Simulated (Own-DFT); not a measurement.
AlGa3N4 (wurtzite random alloy, atoms displaced) (calculated)

A calculation, not a measurement: plane-wave PBE density functional theory by an unreviewed code, no spin, of a simulated periodic cell, stress positive in tension, free energy of the whole cell less one offset for each atom, forces on such cells passed a denser k mesh, this cell's mesh not checked; offsets are fitted by least squares, one for each functional and potential file, so energies compare only between cells with the same atoms and settings and are not formation energies; the far tail of each file's local potential was reset to the Coulomb form; each entry is a single point on an unrelaxed cell, so the pressure reflects the starting lattice, mostly measured values, from which strain is counted, and rises with the displacements; printed positions are rounded, which can move forces by about a meV/angstrom; the program is a retired in-house code; no spin-orbit coupling. Program: Own-DFT development build.

Settings shared by all entries: functional PBE; potential files PseudoDojo norm-conserving, scalar-relativistic, standard set with the stringent files for Ga; wave cutoff 96 hartree; occupations Gaussian; smearing width 0.01 eV; k mesh 4 x 4 x 3 centred on Gamma.

(1) 
```cif
# cell vector a (Å): 9.5092 0.0000 0.0000
# cell vector b (Å): -4.7546 8.2353 0.0000
# cell vector c (Å): 0.0000 0.0000 10.2685
data_AlGa3N4
_symmetry_space_group_name_H-M 'P 1'
_symmetry_Int_Tables_number 1
_cell_length_a 9.5092
_cell_length_b 9.5093
_cell_length_c 10.2685
_cell_angle_alpha 90.000
_cell_angle_beta 90.000
_cell_angle_gamma 120.000
_cell_volume 804.14
loop_
_atom_site_label
_atom_site_type_symbol
_atom_site_fract_x
_atom_site_fract_y
_atom_site_fract_z
_atom_site_occupancy
Al1 Al 0.11787 0.22626 0.00345 1
Ga1 Ga 0.22145 0.11102 0.25108 1
N1 N 0.11054 0.22101 0.18188 1
N2 N 0.22486 0.11449 0.44068 1
Ga2 Ga 0.10683 0.22157 0.49863 1
Ga3 Ga 0.21238 0.11065 0.74627 1
N3 N 0.11549 0.22464 0.68845 1
N4 N 0.22091 0.11500 0.93942 1
Ga4 Ga 0.11779 0.56019 0.00146 1
Ga5 Ga 0.22897 0.44847 0.25093 1
N5 N 0.11398 0.56094 0.18754 1
N6 N 0.21680 0.44539 0.43543 1
Al2 Al 0.11189 0.55605 0.49807 1
Ga6 Ga 0.22582 0.44411 0.75030 1
N7 N 0.11163 0.55527 0.68776 1
N8 N 0.22712 0.45339 0.94051 1
Ga7 Ga 0.11066 0.88910 0.00389 1
Ga8 Ga 0.22390 0.77763 0.25208 1
N9 N 0.11844 0.89391 0.18741 1
N10 N 0.22127 0.77541 0.44257 1
Al3 Al 0.10293 0.88710 0.49801 1
Al4 Al 0.22470 0.77719 0.74562 1
N11 N 0.11119 0.88988 0.69291 1
N12 N 0.22104 0.77384 0.93912 1
Ga9 Ga 0.44570 0.22125 0.99401 1
Ga10 Ga 0.54970 0.10822 0.25213 1
N13 N 0.44694 0.22030 0.19046 1
N14 N 0.55662 0.10811 0.43586 1
Ga11 Ga 0.44384 0.22207 0.50166 1
Ga12 Ga 0.55426 0.10992 0.75078 1
N15 N 0.44362 0.22237 0.69289 1
N16 N 0.56384 0.11508 0.93969 1
Ga13 Ga 0.44164 0.55391 0.00073 1
Al5 Al 0.55491 0.44506 0.25332 1
N17 N 0.43947 0.55317 0.18718 1
N18 N 0.56357 0.44514 0.44251 1
Ga14 Ga 0.44706 0.56192 0.49981 1
Ga15 Ga 0.55323 0.44054 0.75153 1
N19 N 0.43950 0.55498 0.69178 1
N20 N 0.55251 0.44797 0.93594 1
Ga16 Ga 0.43859 0.89240 0.99930 1
Ga17 Ga 0.55378 0.77351 0.25465 1
N21 N 0.44008 0.89433 0.18846 1
N22 N 0.55775 0.78181 0.44674 1
Ga18 Ga 0.44089 0.88209 0.50212 1
Al6 Al 0.55082 0.77734 0.75362 1
N23 N 0.44332 0.89118 0.69100 1
N24 N 0.55410 0.77581 0.94873 1
Ga19 Ga 0.77483 0.21900 0.00294 1
Al7 Al 0.88597 0.10756 0.24674 1
N25 N 0.77946 0.22652 0.18676 1
N26 N 0.88313 0.11088 0.43925 1
Ga20 Ga 0.78192 0.22276 0.50058 1
Ga21 Ga 0.89326 0.11475 0.74922 1
N27 N 0.78702 0.22728 0.68894 1
N28 N 0.88977 0.11456 0.93928 1
Ga22 Ga 0.77314 0.55054 0.99689 1
Al8 Al 0.88541 0.44648 0.25091 1
N29 N 0.77098 0.55521 0.19093 1
N30 N 0.89441 0.45021 0.43661 1
Ga23 Ga 0.77760 0.55603 0.50644 1
Ga24 Ga 0.89089 0.44576 0.75143 1
N31 N 0.77562 0.55577 0.68912 1
N32 N 0.88801 0.44286 0.94265 1
Ga25 Ga 0.77901 0.89025 0.99702 1
Ga26 Ga 0.88379 0.77430 0.25222 1
N33 N 0.77974 0.89256 0.19149 1
N34 N 0.89123 0.77893 0.44207 1
Ga27 Ga 0.78002 0.89181 0.50074 1
Al9 Al 0.89124 0.78043 0.74696 1
N35 N 0.77980 0.88832 0.68963 1
N36 N 0.89047 0.77913 0.93777 1
_calc_free_energy_of_cell_above_offsets '-12.578'  # eV
_calc_pressure 5.78  # GPa
_calc_stress_xx -5.59  # GPa
_calc_stress_yy -5.65  # GPa
_calc_stress_zz -6.12  # GPa
_calc_stress_yz -0.54  # GPa
_calc_stress_xz -0.13  # GPa
_calc_stress_xy -0.26  # GPa
```

Force:
```csv
element,x (eV/Å),y (eV/Å),z (eV/Å)
Al,-0.94,0.093,-1.134
Ga,0.208,0.483,-0.328
N,-0.704,-0.071,1.323
N,-0.667,-1.298,0.19
Ga,0.279,0.331,-0.139
Ga,1.802,-0.288,1.061
N,-1.11,0.316,-0.607
N,-0.113,-0.052,-0.132
Ga,-0.996,-0.717,0.101
Ga,-1.703,-0.974,-0.538
N,-0.774,-1.1,0.892
N,0.506,0.365,1.012
Al,-0.402,-0.107,0.33
Ga,-1.128,0.131,0.447
N,0.245,0.854,-0.656
N,-0.076,-2.214,-0.221
Ga,0.055,0.036,-1.011
Ga,-0.434,0.123,0.044
N,-0.955,-0.941,1.081
N,-1.147,0.017,0.346
Al,1.671,0.628,0.702
Al,-0.82,-0.119,0.739
N,0.122,-1.133,-1.333
N,-0.527,1.141,-1.635
Ga,-0.327,0.237,0.914
Ga,1.031,0.692,-0.354
N,-1.017,1.618,-0.312
N,-0.259,0.073,1.432
Ga,0.718,-0.143,0.111
Ga,0.591,0.744,-0.157
N,-0.143,-0.499,-0.463
N,-1.358,-0.715,-0.592
Ga,0.329,0.509,0.016
Al,0.012,-0.587,-0.298
N,1.959,0.12,1.07
N,-1.629,0.131,-1.2
Ga,0.097,-1.414,0.502
Ga,-0.254,0.747,-0.53
N,1.101,1.336,-0.379
N,0.502,-0.643,0.591
Ga,0.998,-0.324,0.373
Ga,-0.463,0.987,-0.836
N,1.337,-1.057,0.186
N,0.338,-0.489,-1.15
Ga,-0.544,1.414,0.003
Al,0.725,0.097,0.298
N,0.525,-1.14,0.493
N,-0.403,0.692,-2.012
Ga,0.978,0.853,-0.103
Al,-0.159,1.217,0.089
N,0.566,-0.151,1.619
N,1.278,-0.204,-1.475
Ga,-1.231,0.672,-0.152
Ga,-0.159,-0.428,0.538
N,-1.069,-0.594,-0.088
N,1.297,0.296,0.173
Ga,0.182,0.821,0.458
Al,0.579,-0.014,-0.497
N,0.447,-0.711,0.122
N,0.152,-0.109,-0.104
Ga,0.853,-0.06,-0.784
Ga,-0.062,0.243,0.348
N,0.281,0.839,1.083
N,0.238,0.252,-0.436
Ga,0.067,0.044,0.427
Ga,0.688,0.624,-0.47
N,-0.279,-0.167,0.103
N,-0.189,0.138,-0.144
Ga,0.107,-0.051,0.387
Al,-0.101,-0.433,0.76
N,-0.647,-0.587,0.692
N,-0.076,-0.377,-0.785
```

(2) 
```cif
# cell vector a (Å): 9.5092 0.0000 0.0000
# cell vector b (Å): -4.7546 8.2353 0.0000
# cell vector c (Å): 0.0000 0.0000 10.2685
data_AlGa3N4
_symmetry_space_group_name_H-M 'P 1'
_symmetry_Int_Tables_number 1
_cell_length_a 9.5092
_cell_length_b 9.5093
_cell_length_c 10.2685
_cell_angle_alpha 90.000
_cell_angle_beta 90.000
_cell_angle_gamma 120.000
_cell_volume 804.14
loop_
_atom_site_label
_atom_site_type_symbol
_atom_site_fract_x
_atom_site_fract_y
_atom_site_fract_z
_atom_site_occupancy
Al1 Al 0.11539 0.22445 0.99945 1
Ga1 Ga 0.21628 0.10986 0.24845 1
N1 N 0.11404 0.22014 0.18820 1
N2 N 0.22266 0.11230 0.43731 1
Al2 Al 0.11560 0.22419 0.49547 1
Ga2 Ga 0.22401 0.11114 0.74695 1
N3 N 0.11287 0.22359 0.69112 1
N4 N 0.22065 0.11188 0.93887 1
Ga3 Ga 0.11252 0.55510 0.99834 1
Ga4 Ga 0.21244 0.44177 0.25111 1
N5 N 0.11135 0.55756 0.18848 1
N6 N 0.22158 0.44874 0.43359 1
Ga5 Ga 0.10322 0.54923 0.50244 1
Al3 Al 0.22213 0.44483 0.75218 1
N7 N 0.11454 0.55645 0.68664 1
N8 N 0.22205 0.44043 0.93897 1
Ga6 Ga 0.10755 0.88625 0.00172 1
Ga7 Ga 0.22258 0.77437 0.25171 1
N9 N 0.10839 0.89190 0.18467 1
N10 N 0.22387 0.78278 0.44289 1
Ga8 Ga 0.11384 0.88605 0.50272 1
Ga9 Ga 0.21793 0.77763 0.75106 1
N11 N 0.11275 0.88644 0.69093 1
N12 N 0.22409 0.77775 0.94275 1
Al4 Al 0.44300 0.22519 0.00250 1
Ga10 Ga 0.55216 0.10794 0.25229 1
N13 N 0.44064 0.21881 0.18418 1
N14 N 0.55285 0.11269 0.43849 1
Al5 Al 0.44165 0.22553 0.50031 1
Ga11 Ga 0.55175 0.11346 0.75006 1
N15 N 0.44424 0.22521 0.69466 1
N16 N 0.55389 0.11209 0.94217 1
Ga12 Ga 0.44556 0.56013 0.99737 1
Al6 Al 0.55134 0.44199 0.24987 1
N17 N 0.44705 0.55273 0.19192 1
N18 N 0.55462 0.44624 0.43651 1
Ga13 Ga 0.44344 0.55353 0.49368 1
Ga14 Ga 0.55368 0.44709 0.75153 1
N19 N 0.44409 0.55289 0.68690 1
N20 N 0.55369 0.45201 0.94166 1
Ga15 Ga 0.44695 0.89070 0.00242 1
Ga16 Ga 0.55519 0.78273 0.25172 1
N21 N 0.44711 0.89418 0.18760 1
N22 N 0.55191 0.77588 0.43892 1
Ga17 Ga 0.44163 0.88673 0.50386 1
Ga18 Ga 0.55307 0.77726 0.75124 1
N23 N 0.44774 0.89158 0.68639 1
N24 N 0.55516 0.77613 0.93781 1
Al7 Al 0.78634 0.23043 0.00422 1
Ga19 Ga 0.88821 0.11366 0.24970 1
N25 N 0.77843 0.22604 0.19316 1
N26 N 0.89397 0.11202 0.43869 1
Ga20 Ga 0.78127 0.22660 0.49928 1
Ga21 Ga 0.88364 0.10596 0.75442 1
N27 N 0.77622 0.22286 0.68479 1
N28 N 0.89099 0.10902 0.94113 1
Al8 Al 0.78004 0.55444 0.00111 1
Al9 Al 0.88616 0.44278 0.25005 1
N29 N 0.77761 0.55478 0.19214 1
N30 N 0.88468 0.44495 0.43818 1
Ga22 Ga 0.78161 0.56055 0.49825 1
Ga23 Ga 0.89005 0.44769 0.75041 1
N31 N 0.77695 0.55591 0.68251 1
N32 N 0.88932 0.44244 0.93994 1
Ga24 Ga 0.77956 0.88959 0.00016 1
Ga25 Ga 0.89532 0.78259 0.25075 1
N33 N 0.78121 0.89257 0.18528 1
N34 N 0.88622 0.77583 0.43890 1
Ga26 Ga 0.78403 0.88331 0.50289 1
Ga27 Ga 0.89358 0.78134 0.75030 1
N35 N 0.77483 0.88551 0.69109 1
N36 N 0.89155 0.78127 0.93816 1
_calc_free_energy_of_cell_above_offsets '-12.837'  # eV
_calc_pressure 5.65  # GPa
_calc_stress_xx -5.16  # GPa
_calc_stress_yy -4.94  # GPa
_calc_stress_zz -6.83  # GPa
_calc_stress_yz -0.05  # GPa
_calc_stress_xz -0.1  # GPa
_calc_stress_xy 1.19  # GPa
```

Force:
```csv
element,x (eV/Å),y (eV/Å),z (eV/Å)
Al,-0.093,-0.685,-0.03
Ga,1.292,0.048,0.147
N,-1.399,0.684,-1.121
N,0.036,0.417,0.95
Al,-0.564,0.034,0.777
Ga,-0.629,0.139,0.943
N,-0.428,0.544,-1.165
N,0.418,0.529,0.423
Ga,0.242,0.103,0.245
Ga,1.535,0.282,-0.926
N,-1.144,-0.784,0.126
N,-0.178,-1.35,1.357
Ga,0.498,0.81,-0.642
Al,0.369,-0.282,-0.513
N,0.264,-0.508,1.166
N,-0.441,-0.077,-0.593
Ga,0.534,0.809,-0.699
Ga,-0.418,0.979,-0.041
N,1.139,-0.558,1.125
N,0.13,-1.391,-0.798
Ga,-0.925,0.765,-0.291
Ga,1.506,-0.075,0.388
N,-0.493,0.585,-0.466
N,-0.248,-0.091,-0.581
Al,0.048,-0.252,-0.812
Ga,-0.312,0.975,-0.142
N,0.065,1.045,0.556
N,-0.447,0.357,0.82
Al,0.714,-0.057,-0.02
Ga,0.892,-0.131,0.437
N,0.034,0.04,-2.006
N,0.528,1.35,0.246
Ga,-0.299,-0.368,1.349
Al,0.509,-0.06,-0.283
N,-0.72,0.283,-0.235
N,0.5,-1.208,-0.32
Ga,-0.278,0.37,0.679
Ga,0.513,0.169,0.095
N,-1.391,0.059,0.163
N,2.156,-1.195,0.142
Ga,-0.006,0.185,-0.592
Ga,0.789,-0.767,-0.318
N,-0.232,-1,0.453
N,0.598,0.655,0.26
Ga,0.671,0.669,-0.739
Ga,0.038,-0.316,-0.472
N,-0.71,-0.261,1.17
N,-0.166,0.831,0.193
Al,-0.611,-1.643,-0.315
Ga,0.44,-0.33,0.074
N,0.085,0.525,-1.077
N,0.271,0.146,0.408
Ga,-0.241,-1.115,-0.241
Ga,0.186,0.826,-0.755
N,0.207,0.078,1.053
N,-0.5,1.622,0.72
Al,-0.774,0.427,0.201
Al,-0.113,0.633,0.135
N,0.04,-0.605,-0.713
N,0.578,0.212,-1.148
Ga,-0.753,-1.07,-0.218
Ga,-0.087,-0.548,-0.453
N,0.165,0.253,1.345
N,-0.835,0.275,0.315
Ga,-0.231,-0.253,-0.109
Ga,-1.045,-0.7,-0.31
N,-0.295,-0.32,0.9
N,1.37,0.524,-0.298
Ga,-2.046,1.091,-0.136
Ga,-0.63,-0.697,0.11
N,0.363,0.163,-0.125
N,-0.041,-1.791,0.234
```

(3) 
```cif
# cell vector a (Å): 9.5092 0.0000 0.0000
# cell vector b (Å): -4.7546 8.2353 0.0000
# cell vector c (Å): 0.0000 0.0000 10.2685
data_AlGa3N4
_symmetry_space_group_name_H-M 'P 1'
_symmetry_Int_Tables_number 1
_cell_length_a 9.5092
_cell_length_b 9.5093
_cell_length_c 10.2685
_cell_angle_alpha 90.000
_cell_angle_beta 90.000
_cell_angle_gamma 120.000
_cell_volume 804.14
loop_
_atom_site_label
_atom_site_type_symbol
_atom_site_fract_x
_atom_site_fract_y
_atom_site_fract_z
_atom_site_occupancy
Al1 Al 0.11954 0.22780 0.99953 1
Ga1 Ga 0.21925 0.10851 0.24813 1
N1 N 0.10891 0.22068 0.18924 1
N2 N 0.22781 0.11558 0.43579 1
Ga2 Ga 0.11341 0.22498 0.49834 1
Ga3 Ga 0.22606 0.11618 0.74209 1
N3 N 0.11196 0.22516 0.69470 1
N4 N 0.22244 0.11107 0.94023 1
Al2 Al 0.11326 0.55830 0.00177 1
Ga4 Ga 0.22090 0.44057 0.25125 1
N5 N 0.10596 0.55022 0.18759 1
N6 N 0.22439 0.44912 0.43862 1
Ga5 Ga 0.10571 0.55269 0.49939 1
Al3 Al 0.22505 0.43726 0.75190 1
N7 N 0.11518 0.55869 0.68697 1
N8 N 0.21842 0.44374 0.93596 1
Ga6 Ga 0.11132 0.88831 0.00012 1
Ga7 Ga 0.22153 0.77655 0.24972 1
N9 N 0.10955 0.88940 0.18959 1
N10 N 0.22667 0.78517 0.44272 1
Ga8 Ga 0.10881 0.88769 0.49894 1
Al4 Al 0.21991 0.77983 0.75003 1
N11 N 0.11039 0.88315 0.68739 1
N12 N 0.22686 0.78353 0.93713 1
Al5 Al 0.44446 0.22117 0.00027 1
Ga9 Ga 0.54881 0.10830 0.24707 1
N13 N 0.44249 0.22616 0.18581 1
N14 N 0.55563 0.10241 0.43839 1
Ga10 Ga 0.43851 0.21521 0.50093 1
Ga11 Ga 0.55765 0.11343 0.74754 1
N15 N 0.44301 0.21977 0.69166 1
N16 N 0.55294 0.11180 0.93555 1
Ga12 Ga 0.44785 0.55068 0.99840 1
Al6 Al 0.55272 0.44858 0.25419 1
N17 N 0.44269 0.55424 0.19059 1
N18 N 0.54741 0.44267 0.43494 1
Ga13 Ga 0.44698 0.55680 0.49528 1
Al7 Al 0.55865 0.44614 0.74961 1
N19 N 0.44645 0.55447 0.68695 1
N20 N 0.55871 0.44757 0.93770 1
Ga14 Ga 0.44585 0.89054 0.99567 1
Ga15 Ga 0.54835 0.77911 0.24697 1
N21 N 0.44209 0.88547 0.18923 1
N22 N 0.54977 0.77477 0.44148 1
Ga16 Ga 0.44167 0.89240 0.50552 1
Ga17 Ga 0.55908 0.77753 0.75451 1
N23 N 0.44605 0.88994 0.68462 1
N24 N 0.55878 0.78046 0.93691 1
Ga18 Ga 0.78142 0.22791 0.99860 1
Ga19 Ga 0.88257 0.10908 0.24837 1
N25 N 0.77807 0.21793 0.18928 1
N26 N 0.88974 0.11697 0.43694 1
Ga20 Ga 0.77294 0.22009 0.50050 1
Al8 Al 0.88997 0.11261 0.74654 1
N27 N 0.77641 0.22118 0.69074 1
N28 N 0.89267 0.10956 0.94355 1
Ga21 Ga 0.77599 0.55258 0.99980 1
Ga22 Ga 0.88972 0.44246 0.25083 1
N29 N 0.78024 0.54850 0.18964 1
N30 N 0.88998 0.44245 0.43473 1
Ga23 Ga 0.77641 0.55632 0.49878 1
Ga24 Ga 0.88838 0.44353 0.74860 1
N31 N 0.77630 0.55093 0.68243 1
N32 N 0.89137 0.45196 0.94056 1
Ga25 Ga 0.78151 0.89051 0.00544 1
Al9 Al 0.88681 0.77278 0.24573 1
N33 N 0.77855 0.89456 0.18964 1
N34 N 0.89521 0.78349 0.44112 1
Ga26 Ga 0.78006 0.89033 0.49856 1
Ga27 Ga 0.88640 0.78166 0.75478 1
N35 N 0.77657 0.88541 0.69055 1
N36 N 0.88124 0.77873 0.93269 1
_calc_free_energy_of_cell_above_offsets '-12.428'  # eV
_calc_pressure 5.82  # GPa
_calc_stress_xx -6.29  # GPa
_calc_stress_yy -4.51  # GPa
_calc_stress_zz -6.66  # GPa
_calc_stress_yz -0.08  # GPa
_calc_stress_xz -0.23  # GPa
_calc_stress_xy 0.41  # GPa
```

Force:
```csv
element,x (eV/Å),y (eV/Å),z (eV/Å)
Al,-0.806,-0.889,0.159
Ga,-0.045,0.604,-0.119
N,0.076,0.02,-0.955
N,-1.061,-0.808,0.447
Ga,-0.208,0.152,0.078
Ga,-0.398,-1.538,1.498
N,-0.721,-0.366,-0.89
N,0.211,1.005,-0.034
Al,0.031,0.073,-0.559
Ga,-0.356,0.128,-0.164
N,0.756,0.778,-0.728
N,-0.211,-0.503,0.084
Ga,0.696,0.892,0.229
Al,-0.715,1.882,-0.56
N,0.56,-0.314,1.158
N,0.081,0.073,0.38
Ga,-0.449,0.177,-0.377
Ga,-0.224,-0.285,0.502
N,-0.576,-1.058,-0.008
N,-0.525,-1.2,-1.035
Ga,0.633,0.591,0.32
Al,0.963,-0.362,-0.373
N,-0.22,0.718,0.583
N,-0.461,-1.617,-0.351
Al,-0.214,0.073,-0.406
Ga,0.501,0.509,0.199
N,0.371,0.562,-0.112
N,-1.018,1.53,-0.409
Ga,1.146,0.895,-0.153
Ga,-0.173,-0.86,0.372
N,0.404,1.662,-0.546
N,-0.051,0.846,0.792
Ga,-1.287,0.938,0.271
Al,0.744,-0.669,-1.029
N,0.73,-0.052,-0.369
N,1.515,-0.411,-0.096
Ga,-0.754,0.132,1.065
Al,-0.168,-0.039,-0.466
N,0.042,-0.967,0.946
N,0.208,-1.731,-0.837
Ga,0.317,0.045,0.399
Ga,1.35,-0.38,1.06
N,-0.857,0.629,-0.946
N,0.57,1.041,-0.755
Ga,0.948,-1.178,-0.889
Ga,-0.806,-0.205,-1.259
N,-0.682,-0.434,2.301
N,-0.047,-0.515,1.201
Ga,0.208,-0.782,0.073
Ga,1.035,0.596,0.338
N,-1.412,0.555,-0.41
N,0.447,-0.576,0.591
Ga,0.402,0.344,-0.114
Al,-0.037,-0.576,1.096
N,1.143,-0.206,-0.129
N,0.221,1.216,-1.446
Ga,-0.057,0.808,0.238
Ga,0.077,-0.775,-0.321
N,-2.145,1.298,0.422
N,-0.915,-0.009,0.848
Ga,0.048,-0.151,-0.638
Ga,0.473,0.65,0.074
N,-0.836,0.134,1.43
N,1.2,-0.138,-0.302
Ga,-0.745,0.308,-0.738
Al,-0.218,0.474,0.691
N,0.854,-2.227,0.679
N,-0.967,-1.028,-1.946
Ga,-0.759,-0.068,0.076
Ga,0.971,-0.747,-1.885
N,-0.16,1.858,-0.467
N,1.352,-0.53,2.225
```
